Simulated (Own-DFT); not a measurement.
Hf32O63 (monoclinic hafnia with one vacancy, atoms displaced) (calculated)

A calculation, not a measurement: plane-wave PBE density functional theory by an unreviewed code, no spin, of a simulated periodic cell, stress positive in tension, free energy of the whole cell less one offset for each atom, defect cell not probed for a lower state with spin; hafnium file: forces about 75 meV/angstrom off all-electron values; oxygen file: force components 24 meV/angstrom off all-electron in one glass; forces on such cells passed a denser k mesh, this cell's mesh not checked; offsets are fitted by least squares, one for each functional and potential file, so energies compare only between cells with the same atoms and settings and are not formation energies; the far tail of each file's local potential was reset to the Coulomb form; each entry is a single point on an unrelaxed cell, so the pressure reflects the starting lattice, mostly measured values, from which strain is counted, and rises with the displacements; printed positions are rounded, which can move forces by about a meV/angstrom; the program is a retired in-house code; no spin-orbit coupling; before rounding, a Quantum ESPRESSO 7.3.1 run of the same cell and cutoff gave forces within 1 meV/angstrom rms on each cell, which checks the program and not the settings. Program: Own-DFT development build.

Common to all runs: functional PBE; potential files PseudoDojo norm-conserving, scalar-relativistic, standard set; wave cutoff 72 hartree; occupations Fermi-Dirac; smearing width 0.1 eV; k mesh 2 x 2 x 2 centred on Gamma.

(1) Hf32O63 (monoclinic hafnia with one vacancy, atoms displaced)

```
Hf32O63
1.0
     10.2340     0.0000     0.0000
      0.0000    10.3500     0.0000
     -1.6955     0.0000    10.4453
Hf O Hf O Hf O Hf O Hf O Hf O Hf O Hf O
4 8 4 8 4 8 4 8 4 8 4 8 4 8 4 7
Direct
  0.13660 0.01960 0.10431
  0.36147 0.26813 0.14680
  0.35836 0.47873 0.39843
  0.13358 0.22919 0.35657
  0.03583 0.16702 0.17194
  0.45969 0.41640 0.07643
  0.46503 0.33287 0.33119
  0.03268 0.08203 0.42052
  0.22247 0.38083 0.23762
  0.27290 0.13369 0.00883
  0.27366 0.11777 0.26112
  0.22469 0.37036 0.49084
  0.13673 0.01720 0.60716
  0.35795 0.26939 0.64125
  0.36352 0.47489 0.89355
  0.13759 0.22855 0.85772
  0.03757 0.16525 0.67383
  0.46081 0.42119 0.57646
  0.46424 0.33367 0.82460
  0.03724 0.08420 0.92601
  0.22764 0.38187 0.73788
  0.27411 0.13046 0.50532
  0.27403 0.11567 0.76239
  0.22214 0.36871 0.98996
  0.13805 0.51805 0.10406
  0.36323 0.76873 0.14726
  0.36089 0.98578 0.39805
  0.13902 0.72768 0.35774
  0.03745 0.66495 0.17175
  0.46304 0.91749 0.07772
  0.46330 0.83408 0.32939
  0.02987 0.58177 0.42276
  0.22502 0.88008 0.24117
  0.27293 0.62856 0.00913
  0.27111 0.62224 0.26225
  0.21907 0.87475 0.49185
  0.14023 0.51885 0.60354
  0.36371 0.76214 0.64919
  0.36708 0.98129 0.89046
  0.14170 0.73048 0.85388
  0.04055 0.66653 0.67830
  0.46149 0.91943 0.57528
  0.46284 0.83214 0.82607
  0.03392 0.58544 0.92255
  0.22001 0.87952 0.73831
  0.27620 0.62871 0.50627
  0.27284 0.62351 0.75751
  0.22293 0.86807 0.98824
  0.63825 0.01496 0.10260
  0.85812 0.26610 0.14494
  0.86425 0.48014 0.39944
  0.63605 0.23041 0.35066
  0.53291 0.16928 0.16648
  0.96301 0.41725 0.07883
  0.96765 0.33122 0.32238
  0.54017 0.08674 0.42197
  0.72513 0.37970 0.23930
  0.77654 0.12797 0.00757
  0.76981 0.12398 0.25480
  0.72038 0.36983 0.49035
  0.63483 0.01533 0.60195
  0.86446 0.26925 0.64398
  0.86288 0.47638 0.90121
  0.63911 0.22784 0.84759
  0.53589 0.16512 0.67509
  0.97126 0.41477 0.57995
  0.96402 0.33166 0.82948
  0.53918 0.07802 0.92175
  0.72140 0.37770 0.74329
  0.77287 0.12852 0.51456
  0.78086 0.12229 0.76050
  0.72935 0.37458 0.98891
  0.63604 0.51885 0.10630
  0.86652 0.77192 0.14348
  0.86288 0.98194 0.39676
  0.63056 0.73114 0.35527
  0.53616 0.66495 0.16995
  0.96624 0.91841 0.07803
  0.96476 0.83269 0.32931
  0.53855 0.58193 0.42262
  0.72578 0.88483 0.24089
  0.77199 0.63051 0.00853
  0.77535 0.62329 0.25476
  0.72473 0.86721 0.49152
  0.63831 0.52356 0.60430
  0.86223 0.76955 0.64204
  0.86191 0.97408 0.89805
  0.63970 0.72747 0.85449
  0.53189 0.66871 0.67499
  0.96022 0.91627 0.57150
  0.96546 0.83670 0.82659
  0.53789 0.58450 0.92777
  0.72660 0.88014 0.74141
  0.77537 0.63232 0.50715
  0.72501 0.87145 0.98434
```

The calculation gives: free energy of cell above offsets -94.723 eV; pressure 4.06 GPa; stress xx -4.2 GPa; stress yy -4.14 GPa; stress zz -3.86 GPa; stress yz 0.23 GPa; stress xz -0.35 GPa; stress xy -0.05 GPa.

Force:
```csv
element,x (eV/Å),y (eV/Å),z (eV/Å)
Hf,0.898,0.302,-0.052
Hf,-0.372,0.228,-0.17
Hf,0.858,-0.044,-1.106
Hf,0.564,-0.325,-1.254
O,-0.184,-0.057,0.071
O,0.344,0.051,0.104
O,-0.36,0.117,-0.248
O,0.188,0.302,0.245
O,0.189,-0.441,0.756
O,0.477,-0.679,0.296
O,0.157,0.752,-0.114
O,-0.337,0.054,-0.231
Hf,0.086,-0.169,-0.427
Hf,0.849,0.191,0.908
Hf,-0.112,0.744,0.764
Hf,-0.274,-0.248,-0.078
O,-0.263,0.246,-0.315
O,0.005,-0.361,0.604
O,0.235,-0.364,-0.011
O,-0.448,-0.185,-0.359
O,-0.246,-0.49,-0.001
O,-0.091,-0.034,0.925
O,0.331,1.018,-0.74
O,0.176,0.473,-0.358
Hf,-0.134,0.441,-0.441
Hf,-0.726,0.333,-0.652
Hf,-0.161,-0.982,-0.552
Hf,-0.366,0.949,-0.824
O,-0.572,0.546,0.242
O,0.056,-0.158,0.102
O,-0.04,0.069,0.003
O,0.961,0.473,0.215
O,-0.042,-0.375,0.11
O,0.525,-0.185,0.196
O,0.75,-0.215,0.043
O,0.418,-0.512,-0.336
Hf,-0.419,0.639,0.507
Hf,-0.935,1.948,-0.5
Hf,-0.972,-0.584,1.171
Hf,-0.771,-0.133,0.779
O,-0.981,-0.156,-1.338
O,-0.119,-0.487,0.434
O,0.158,-0.119,-0.013
O,-0.232,-0.097,-0.038
O,0.362,-0.357,0.108
O,-0.22,-0.081,0.495
O,0.927,-0.567,0.209
O,0.403,0.686,0.315
Hf,-0.219,1.047,0.028
Hf,0.461,0.526,-0.436
Hf,-0.826,-0.336,-1.257
Hf,0.295,0.354,0.208
O,0.257,-0.351,0.225
O,0.266,-0.08,0.185
O,-0.993,0.882,0.912
O,-1.125,-0.895,-0.089
O,-0.037,-0.114,0.268
O,-0.162,0,0.223
O,0.482,-0.239,0.654
O,0.702,0.405,0.198
Hf,0.721,0.718,0.597
Hf,-0.653,-0.249,0.867
Hf,0.263,0.468,-0.626
Hf,0.322,0.072,1.05
O,-0.511,-0.06,-0.726
O,-0.601,-0.118,-0.384
O,0.121,-0.021,-0.258
O,-0.065,0.351,-0.528
O,0.465,0.902,-0.878
O,0.644,-0.102,-0.677
O,-0.272,-0.273,-0.037
O,-1.056,-0.903,0.309
Hf,0.749,0.147,-0.333
Hf,-0.527,-0.898,0.901
Hf,-0.605,-0.467,-0.653
Hf,1.472,-0.229,-0.739
O,-0.784,0.699,0.592
O,-0.347,-0.349,0.125
O,0.05,-0.066,-0.26
O,-0.757,-0.057,-0.046
O,0.011,-0.668,-0.184
O,0.618,0.173,-0.238
O,-0.025,-0.255,0.87
O,-0.451,0.443,-0.218
Hf,0.021,-0.857,0.24
Hf,0.302,0.201,0.95
Hf,0.43,1.501,-0.977
Hf,0.086,-0.267,0.294
O,1.113,-0.952,-0.416
O,0.529,0.065,0.833
O,0.265,-0.579,-0.297
O,-0.801,-0.292,-0.898
O,-0.237,-0.59,-0.507
O,0.141,-0.729,0.799
O,-0.272,-0.118,0.889
```

(2) Hf32O63 (monoclinic hafnia with one vacancy, atoms displaced)

```
Hf32O63
1.0
     10.2340     0.0000     0.0000
      0.0000    10.3500     0.0000
     -1.6955     0.0000    10.4453
Hf O Hf O Hf O Hf O Hf O Hf O Hf O Hf O
4 8 4 7 4 8 4 8 4 8 4 8 4 8 4 8
Direct
  0.14131 0.01477 0.11183
  0.36700 0.27675 0.14287
  0.36223 0.48162 0.41261
  0.13835 0.23543 0.37171
  0.03143 0.16169 0.17265
  0.44951 0.41170 0.07534
  0.45249 0.31922 0.33045
  0.03331 0.07309 0.41313
  0.22854 0.36601 0.25282
  0.27292 0.11988 0.00465
  0.26706 0.11583 0.25864
  0.23038 0.36645 0.50195
  0.12664 0.02329 0.60083
  0.35652 0.26702 0.63973
  0.33369 0.48022 0.89488
  0.13616 0.23318 0.84442
  0.04496 0.17407 0.68189
  0.46251 0.43168 0.59188
  0.45551 0.33045 0.81775
  0.22439 0.37486 0.74182
  0.27719 0.13043 0.51111
  0.28365 0.12321 0.74679
  0.23282 0.38073 0.98536
  0.14851 0.51746 0.10283
  0.37664 0.76051 0.15515
  0.36329 0.98245 0.39470
  0.13857 0.73418 0.35539
  0.03791 0.65525 0.16781
  0.47208 0.90460 0.07428
  0.47876 0.82474 0.32823
  0.04824 0.59146 0.43649
  0.22433 0.87965 0.24273
  0.26476 0.62843 0.00525
  0.28476 0.62348 0.26724
  0.21462 0.86679 0.48071
  0.14287 0.52824 0.61061
  0.35495 0.78978 0.64967
  0.36500 0.98625 0.90103
  0.14077 0.72916 0.84471
  0.04690 0.68443 0.67167
  0.47755 0.92374 0.58517
  0.45361 0.83345 0.83106
  0.03061 0.58486 0.91753
  0.22389 0.87501 0.74230
  0.27739 0.62839 0.51375
  0.28603 0.60989 0.76458
  0.22282 0.87941 0.99105
  0.64955 0.02040 0.10638
  0.86896 0.26960 0.14120
  0.86455 0.47037 0.39316
  0.63666 0.23098 0.35011
  0.53705 0.17562 0.18124
  0.96658 0.43269 0.09481
  0.96773 0.33494 0.32069
  0.54059 0.08334 0.43383
  0.72976 0.38136 0.23458
  0.78232 0.13242 0.01836
  0.78979 0.13532 0.26755
  0.73163 0.36405 0.49656
  0.64025 0.02572 0.59790
  0.88106 0.26327 0.65065
  0.85042 0.46489 0.88547
  0.64219 0.23152 0.83820
  0.54081 0.19090 0.66558
  0.95895 0.41485 0.57204
  0.96896 0.33456 0.83927
  0.53476 0.07355 0.92150
  0.72309 0.39789 0.74462
  0.78337 0.12253 0.51742
  0.77779 0.11956 0.76660
  0.73849 0.38359 0.99737
  0.62819 0.53194 0.10518
  0.84665 0.76572 0.14600
  0.85345 0.98284 0.38236
  0.65621 0.72972 0.35722
  0.54138 0.65606 0.15834
  0.96602 0.91976 0.07810
  0.96470 0.83383 0.33207
  0.53516 0.59634 0.41592
  0.71950 0.88753 0.25447
  0.77033 0.63006 0.00299
  0.78723 0.61741 0.26612
  0.72672 0.88272 0.48948
  0.63603 0.50558 0.59404
  0.86972 0.77450 0.64952
  0.85171 0.97303 0.90062
  0.63052 0.72259 0.85514
  0.52532 0.66234 0.69134
  0.96075 0.91323 0.57974
  0.96657 0.82274 0.83595
  0.54267 0.58305 0.91467
  0.72202 0.88614 0.73761
  0.77036 0.62864 0.50135
  0.77993 0.62405 0.77155
  0.73109 0.87563 0.98573
```

The calculation gives: free energy of cell above offsets -80.038 eV; pressure 8.58 GPa; stress xx -8.33 GPa; stress yy -9.27 GPa; stress zz -8.15 GPa; stress yz 0.53 GPa; stress xz 0.17 GPa; stress xy -0.61 GPa.

Force:
```csv
element,x (eV/Å),y (eV/Å),z (eV/Å)
Hf,-0.28,0.388,-1.286
Hf,-2.744,-3.15,1.644
Hf,0.609,0.858,-2.373
Hf,0.433,-1.302,-4.286
O,0.68,0.126,0.027
O,3.435,3.278,-0.279
O,1.466,1.237,1.529
O,0.754,1.147,1.547
O,-0.486,1.549,-0.918
O,-0.532,2.479,0.507
O,0.96,0.012,1.447
O,-1.086,1.18,-0.436
Hf,1.118,-2.087,-0.111
Hf,1.498,0.79,2.952
Hf,7.721,0.477,-1.493
Hf,2.245,-0.926,4.621
O,-0.019,-1.175,-2.66
O,-0.401,-0.731,-1.428
O,0.728,0.097,1.567
O,-1.464,0.322,-0.877
O,-0.442,-1.51,-0.989
O,-1.045,-0.829,0.908
O,-4.932,-4.025,1.778
Hf,-3.892,0.561,1.131
Hf,-2.549,1.994,-1.124
Hf,-0.047,-0.54,-0.534
Hf,-0.519,-1.71,-2.127
O,-0.915,2.18,1.182
O,0.924,0.705,0.988
O,-1.274,1.405,-0.071
O,-1.936,-1.485,-0.694
O,1.266,-0.886,0.399
O,1.855,0.946,0.678
O,0.089,-0.737,-0.348
O,1.456,2.27,2.271
Hf,-0.242,0.056,-0.585
Hf,3.427,-2.903,-0.079
Hf,-1.493,-1.447,-0.412
Hf,-1.111,0.478,4.354
O,0.108,-1.756,-1.556
O,-2.878,-1.036,-0.755
O,0.533,-0.011,-0.121
O,0.849,-0.901,-0.392
O,-0.987,1.769,-1.081
O,0.345,0.359,0.676
O,-1.671,2.32,-2.292
O,0.342,-1.234,-0.038
Hf,-2.202,1.01,-1.375
Hf,0.854,2.391,0.103
Hf,0.49,1.199,-0.334
Hf,-0.093,0.678,0.958
O,1.244,-2.211,-1.565
O,0.605,-1.51,-1.148
O,0.392,0.028,1.916
O,-0.742,0.784,-2.839
O,-1.289,-0.057,1.359
O,-1.088,-1.128,-1.359
O,-1.425,-1.08,-0.652
O,-0.815,0.082,-0.868
Hf,1.084,-0.661,2.826
Hf,-4.082,1.2,-1.119
Hf,2.137,6.576,4.309
Hf,-3.112,1.114,2.521
O,1.284,-1.633,-0.94
O,1.623,0.077,1.357
O,0.99,-2.237,-1.679
O,2.539,1.98,0.378
O,-0.557,-3.831,-1.607
O,1.09,1.335,-0.404
O,0.474,1.068,-0.664
O,-1.759,-2.662,-1.34
Hf,6.145,-8.543,-4.511
Hf,4.567,-0.73,-1
Hf,1.702,0.035,3.206
Hf,-1.381,-0.006,1.9
O,-4.32,6.703,3.752
O,-1.082,-0.834,0.361
O,-0.841,-0.288,-0.922
O,-0.889,-2.225,0.511
O,0.039,-0.658,-3.077
O,0.083,1.06,2.433
O,-0.638,1.201,-1.185
O,-0.22,-1.565,-0.345
Hf,0.298,4.146,1.288
Hf,-2.856,-1.118,1.134
Hf,3.329,0.444,-1.416
Hf,1.112,1.38,-1.835
O,0.451,0.081,-2.648
O,1.584,2.004,-0.336
O,-1.009,1.65,-0.569
O,-3.004,-2.785,2.393
O,0.759,-0.515,0.137
O,1.027,0.032,1.584
O,0.113,0.327,-2.028
O,-2.506,-0.913,2.478
```

(3) Hf32O63 (monoclinic hafnia with one vacancy, atoms displaced)

```
Hf32O63
1.0
     10.2340     0.0000     0.0000
      0.0000    10.3500     0.0000
     -1.6955     0.0000    10.4453
Hf O Hf O Hf O Hf O Hf O Hf O Hf O Hf O
4 7 4 8 4 8 4 8 4 8 4 8 4 8 4 8
Direct
  0.14577 0.01863 0.10361
  0.36751 0.27062 0.14808
  0.35719 0.48534 0.39318
  0.13858 0.22965 0.35663
  0.03358 0.16327 0.17360
  0.46198 0.41648 0.07425
  0.46397 0.33148 0.32012
  0.03516 0.08646 0.42118
  0.21653 0.38240 0.23587
  0.27672 0.12415 0.25982
  0.22091 0.37155 0.48429
  0.13094 0.01917 0.60488
  0.36358 0.26837 0.64710
  0.36009 0.47700 0.89638
  0.13575 0.23159 0.85300
  0.03589 0.17097 0.67061
  0.46536 0.41740 0.57550
  0.45753 0.33528 0.83071
  0.03917 0.08100 0.92680
  0.21764 0.37650 0.73691
  0.27398 0.12632 0.51221
  0.27823 0.12083 0.76029
  0.22361 0.36687 0.99392
  0.13829 0.52190 0.09933
  0.36230 0.77346 0.14414
  0.36167 0.97860 0.39892
  0.13745 0.72981 0.35572
  0.03472 0.66170 0.17711
  0.46350 0.91715 0.07358
  0.46104 0.83727 0.32370
  0.03791 0.58562 0.42635
  0.22598 0.87820 0.24091
  0.27801 0.62822 0.01288
  0.26956 0.62193 0.26239
  0.22292 0.86390 0.48860
  0.13602 0.52355 0.60728
  0.36210 0.77162 0.64977
  0.36200 0.98073 0.89520
  0.13540 0.73147 0.85684
  0.04105 0.66822 0.66928
  0.45968 0.91088 0.57596
  0.46831 0.83403 0.82528
  0.03701 0.58758 0.91745
  0.22319 0.87577 0.73937
  0.27500 0.62724 0.50911
  0.27749 0.61829 0.76186
  0.22619 0.87188 0.98996
  0.63554 0.01868 0.10438
  0.85791 0.27511 0.14242
  0.86135 0.47672 0.39121
  0.64380 0.23109 0.35324
  0.54021 0.16300 0.17426
  0.96663 0.41558 0.07551
  0.96609 0.33416 0.32445
  0.53807 0.08782 0.42263
  0.72133 0.38259 0.24399
  0.77194 0.13177 0.00878
  0.78033 0.11727 0.26248
  0.72182 0.37107 0.48488
  0.63174 0.02020 0.60500
  0.85769 0.26908 0.64919
  0.86041 0.47662 0.90262
  0.63809 0.23277 0.85161
  0.53614 0.16641 0.67690
  0.96503 0.42093 0.57909
  0.96780 0.33508 0.82568
  0.53635 0.08605 0.92561
  0.72576 0.38100 0.73860
  0.77328 0.12629 0.50576
  0.77143 0.11935 0.76165
  0.72185 0.37519 0.99217
  0.63943 0.52236 0.09677
  0.85930 0.77142 0.14360
  0.86119 0.98402 0.39275
  0.64162 0.72748 0.35346
  0.53539 0.66539 0.17374
  0.96347 0.91582 0.08382
  0.96774 0.83036 0.32593
  0.53800 0.58463 0.42112
  0.72544 0.88108 0.24115
  0.77370 0.63402 0.01756
  0.77642 0.62481 0.26085
  0.72373 0.87105 0.49026
  0.63883 0.51694 0.60515
  0.86782 0.76850 0.65197
  0.85985 0.97605 0.89773
  0.63300 0.72873 0.85451
  0.53136 0.66777 0.67222
  0.95863 0.91697 0.57506
  0.96033 0.83202 0.82615
  0.53662 0.58020 0.92430
  0.72739 0.87532 0.74233
  0.77386 0.63397 0.50948
  0.77263 0.62157 0.76018
  0.72562 0.86713 0.99238
```

Results for Hf32O63 (monoclinic hafnia with one vacancy, atoms displaced): free energy of cell above offsets -94.062 eV; pressure 4.12 GPa; stress xx -3.79 GPa; stress yy -4.16 GPa; stress zz -4.42 GPa; stress yz 0.05 GPa; stress xz -0.07 GPa; stress xy 0.02 GPa.

Force:
```csv
element,x (eV/Å),y (eV/Å),z (eV/Å)
Hf,-1.316,1.123,0.924
Hf,-1.01,0.025,-0.146
Hf,0.356,-0.623,0.019
Hf,0.247,0.146,-1.23
O,-0.232,0.297,-0.383
O,0.727,0.146,0.207
O,-0.076,0.601,0.938
O,-0.299,-0.593,0.621
O,0.763,-0.246,0.243
O,0.195,-0.444,-0.159
O,0.537,-0.034,0.691
Hf,0.512,-0.012,-0.487
Hf,-1.099,0.87,-0.8
Hf,-0.806,0.519,0.099
Hf,0.752,-0.641,0.553
O,-0.493,-0.401,-0.029
O,-0.201,-0.581,0.388
O,1.481,-1.095,-0.65
O,-0.302,0.06,-0.839
O,0.569,-0.09,0.294
O,0.203,0.077,0.295
O,-0.235,-0.118,0.503
O,0.152,-0.289,-0.838
Hf,0.26,0.256,1.715
Hf,0.106,-0.666,1.103
Hf,-0.128,-0.012,-0.895
Hf,-0.297,-0.453,-0.278
O,-0.422,-0.085,-1.172
O,0.146,-0.083,0.086
O,0.834,-0.293,0.216
O,-0.936,-0.641,-0.253
O,-0.074,0.345,-0.418
O,-0.117,0.227,-0.29
O,0.998,0.056,-0.604
O,0.014,1.285,0.671
Hf,0.878,-0.893,-1.124
Hf,-0.823,-1.326,-1.079
Hf,-0.043,0.465,-0.244
Hf,1.295,-0.03,-0.566
O,-0.86,1.103,0.931
O,1.201,1.316,0.097
O,-0.613,0.612,0.516
O,-1.268,-1.097,0.406
O,-0.222,0.557,0.275
O,0.484,-0.041,0.615
O,-0.171,0.345,0.395
O,-0.218,-0.028,-0.238
Hf,0.707,0.14,0.267
Hf,1.357,-1.685,1.378
Hf,0.826,1.311,1.188
Hf,-0.958,-0.555,-0.083
O,-0.379,0.352,-0.238
O,-0.604,-0.05,-0.38
O,-0.651,0.247,-0.088
O,-0.998,-0.663,0.569
O,0.486,-0.295,-1.155
O,0.263,0.185,-0.011
O,-0.317,1.363,-0.926
O,0.266,0.132,1.071
Hf,1.226,-1.159,-0.96
Hf,1.434,0.286,-1.334
Hf,1.124,1.163,-1.47
Hf,-0.801,-0.854,1.009
O,-0.386,0.251,-0.192
O,-1.226,-0.955,-0.044
O,-1.324,0.51,0.443
O,-0.379,0.087,-0.676
O,-0.279,-0.66,0.806
O,0.235,0.681,1.217
O,0.45,0.299,-0.17
O,0.193,-0.396,-0.61
Hf,-1.574,0.398,2.404
Hf,1.049,0.268,1.894
Hf,0.177,-1.889,0.303
Hf,-0.448,0.675,0.571
O,-0.174,0.06,-0.522
O,0.527,0.42,-1.151
O,-0.97,1.018,0.339
O,-0.71,-0.533,0.13
O,-0.215,-0.176,-0.374
O,0.48,-1.258,-1.571
O,0.169,-0.704,-0.027
O,-0.329,0.35,0.019
Hf,-0.355,1.89,-1.184
Hf,-1.437,-0.027,-2.155
Hf,0.367,0.456,0.75
Hf,0.973,-0.085,-0.556
O,0.657,-0.714,0.145
O,0.889,0.377,0.591
O,1.002,0.061,0.929
O,-0.208,0.243,-0.708
O,-0.655,0.675,-0.093
O,0.272,-0.891,0.415
O,0.205,-0.607,0.756
O,-0.407,0.638,-0.593
```

(4) Hf32O63 (monoclinic hafnia with one vacancy, atoms displaced)

```
Hf32O63
1.0
     10.2340     0.0000     0.0000
      0.0000    10.3500     0.0000
     -1.6955     0.0000    10.4453
Hf O Hf O Hf O Hf O Hf O Hf O Hf O Hf O
4 8 4 8 4 8 4 8 4 8 4 7 4 8 4 8
Direct
  0.13488 0.01538 0.10160
  0.36399 0.26643 0.14850
  0.36143 0.47747 0.39703
  0.13870 0.22754 0.35448
  0.03490 0.16496 0.17363
  0.46112 0.41668 0.07469
  0.46460 0.33036 0.32772
  0.03483 0.08384 0.42245
  0.22420 0.38221 0.23645
  0.27480 0.12667 0.00914
  0.27552 0.12078 0.26712
  0.22127 0.36744 0.49239
  0.13801 0.02340 0.60547
  0.36022 0.27074 0.64531
  0.36020 0.47787 0.89107
  0.13679 0.23486 0.85348
  0.03801 0.16401 0.67499
  0.46230 0.41500 0.57776
  0.46271 0.33330 0.82648
  0.03723 0.08643 0.91975
  0.22756 0.37945 0.73952
  0.27904 0.12999 0.50700
  0.27257 0.11865 0.76153
  0.23042 0.37944 0.99515
  0.13774 0.51939 0.10344
  0.35938 0.77218 0.14834
  0.36851 0.97457 0.39468
  0.13252 0.72351 0.35380
  0.03622 0.66400 0.17370
  0.46534 0.91592 0.07733
  0.46773 0.83196 0.32772
  0.03149 0.58706 0.42561
  0.22286 0.88229 0.23686
  0.27185 0.62523 0.01465
  0.27555 0.62274 0.25975
  0.22520 0.86525 0.48936
  0.13895 0.51626 0.60507
  0.36069 0.77029 0.64923
  0.36021 0.98271 0.89177
  0.13664 0.73104 0.85787
  0.03958 0.66531 0.67512
  0.45932 0.91788 0.57568
  0.46876 0.83481 0.82382
  0.03260 0.58060 0.92129
  0.22295 0.88138 0.73577
  0.27167 0.63139 0.50786
  0.27492 0.61824 0.75740
  0.21816 0.87320 0.99184
  0.63544 0.01827 0.10434
  0.86439 0.26904 0.14396
  0.85975 0.48614 0.39866
  0.63812 0.22677 0.35939
  0.54223 0.16937 0.17801
  0.96249 0.41662 0.07787
  0.95672 0.33214 0.32734
  0.53765 0.08066 0.42135
  0.72613 0.38345 0.23985
  0.76938 0.12701 0.00901
  0.77161 0.12036 0.26398
  0.72299 0.37276 0.48779
  0.64081 0.02157 0.60013
  0.85427 0.27101 0.65041
  0.86217 0.47748 0.89110
  0.63990 0.22869 0.85082
  0.95818 0.41408 0.57615
  0.96500 0.33124 0.82477
  0.54073 0.08605 0.92641
  0.72238 0.37850 0.74104
  0.77711 0.12964 0.51230
  0.77280 0.12542 0.76075
  0.72218 0.36422 0.99313
  0.63602 0.51069 0.10037
  0.86639 0.77037 0.14236
  0.86195 0.97754 0.39855
  0.63830 0.73485 0.35002
  0.53210 0.66585 0.17780
  0.96570 0.91985 0.08146
  0.96442 0.82950 0.32513
  0.53935 0.58348 0.42191
  0.72713 0.87541 0.23958
  0.77867 0.63407 0.00867
  0.76907 0.61753 0.26022
  0.72845 0.87220 0.49012
  0.64014 0.52207 0.59948
  0.86277 0.77029 0.64655
  0.86167 0.97913 0.89748
  0.63853 0.72541 0.85245
  0.53762 0.66047 0.67850
  0.96412 0.91010 0.57335
  0.96050 0.83594 0.82991
  0.53460 0.58013 0.92844
  0.72778 0.87880 0.74285
  0.77640 0.62729 0.50948
  0.77404 0.62444 0.76060
  0.73138 0.87100 0.98929
```

The calculation gives: free energy of cell above offsets -93.989 eV; pressure 4.3 GPa; stress xx -4.36 GPa; stress yy -4.23 GPa; stress zz -4.31 GPa; stress yz 0.22 GPa; stress xz -0.16 GPa; stress xy 0.24 GPa.

Force:
```csv
element,x (eV/Å),y (eV/Å),z (eV/Å)
Hf,0.679,1.539,0.761
Hf,0.059,0.484,-0.23
Hf,0.473,0.582,-0.477
Hf,-0.842,0.156,-0.258
O,0.19,-0.03,-0.21
O,0.256,-0.584,0.525
O,-0.366,0.366,0.339
O,-0.087,-0.224,0.323
O,0.006,-0.626,0.866
O,0.379,0.47,0.239
O,0.435,0.142,-0.884
O,0.069,0.556,-0.375
Hf,0.185,-0.544,-1.153
Hf,0.629,-0.493,-0.061
Hf,0.405,0.404,1.268
Hf,0.554,-1.027,0.634
O,-0.968,0.669,-0.156
O,0.332,0.067,-0.067
O,0.672,-0.786,-0.437
O,-0.653,-0.309,0.12
O,-0.663,-0.363,0.05
O,-0.214,-0.181,0.949
O,0.521,0.693,-0.269
O,-0.863,-1.501,-1.277
Hf,0.176,-0.132,0.41
Hf,0.466,-1.037,-0.352
Hf,-2.11,0.36,0.202
Hf,1.12,1.107,0.386
O,-0.306,0.129,-0.43
O,-0.461,-0.001,-0.288
O,-0.462,0.454,-0.08
O,-0.051,-0.644,0.3
O,0.326,-0.518,0.456
O,0.369,1.209,-0.818
O,0.022,-0.213,0.471
O,-0.02,0.614,-0.19
Hf,-0.619,0.734,-0.5
Hf,0.052,-0.189,-0.974
Hf,0.764,-0.253,0.763
Hf,-0.164,-0.663,-0.482
O,-0.719,0.295,0.092
O,1.333,0.334,0.586
O,-0.655,0.438,0.425
O,0.186,0.426,-0.395
O,0.029,-0.574,0.955
O,0.346,-1.088,0.463
O,0.039,0.499,0.53
O,0.699,-0.41,-0.881
Hf,0.752,0.437,0.33
Hf,-0.848,0.141,1.152
Hf,-0.144,-1.562,-1.427
Hf,0.909,1.174,-0.945
O,-0.936,-0.24,-0.732
O,0.142,0.067,-0.652
O,1.128,-0.143,0.217
O,-0.028,-0.366,0.5
O,-0.368,-0.965,0.021
O,1.102,-0.034,0.281
O,0.545,-0.424,0.03
O,-0.384,-0.183,0.605
Hf,-0.932,-0.418,1.097
Hf,1.263,-0.063,-1.568
Hf,-0.45,0.619,1.416
Hf,-1.191,-0.011,0.866
O,0.879,0.304,0.864
O,-0.366,0.561,0.356
O,-1.49,-0.512,-0.887
O,0.086,0.523,-0.108
O,-0.042,-0.229,0.314
O,0.013,-0.848,-0.299
O,0.372,0.802,-0.88
Hf,-0.021,1.444,1.315
Hf,-1.125,-0.45,0.605
Hf,0.781,0.126,-1.204
Hf,0.531,-1.715,-0.316
O,-0.065,-0.152,-0.75
O,-0.219,-0.188,-0.524
O,-0.324,0.606,0.285
O,-0.863,-0.334,0.279
O,-0.192,0.393,-0.19
O,-0.202,-1.155,-0.299
O,0.634,0.786,-0.277
O,-0.7,-0.102,0.19
Hf,-0.687,-0.161,0.089
Hf,0.232,-0.263,0.07
Hf,-0.396,0.765,0.021
Hf,-0.101,0.304,1.088
O,-0.777,0.297,-0.719
O,0.743,0.602,0.581
O,1.311,-0.91,-0.079
O,0.164,0.65,-1.109
O,-0.414,0.52,-0.893
O,0.088,0.823,0.641
O,0.723,-0.853,-0.25
O,-0.679,-0.004,0.027
```
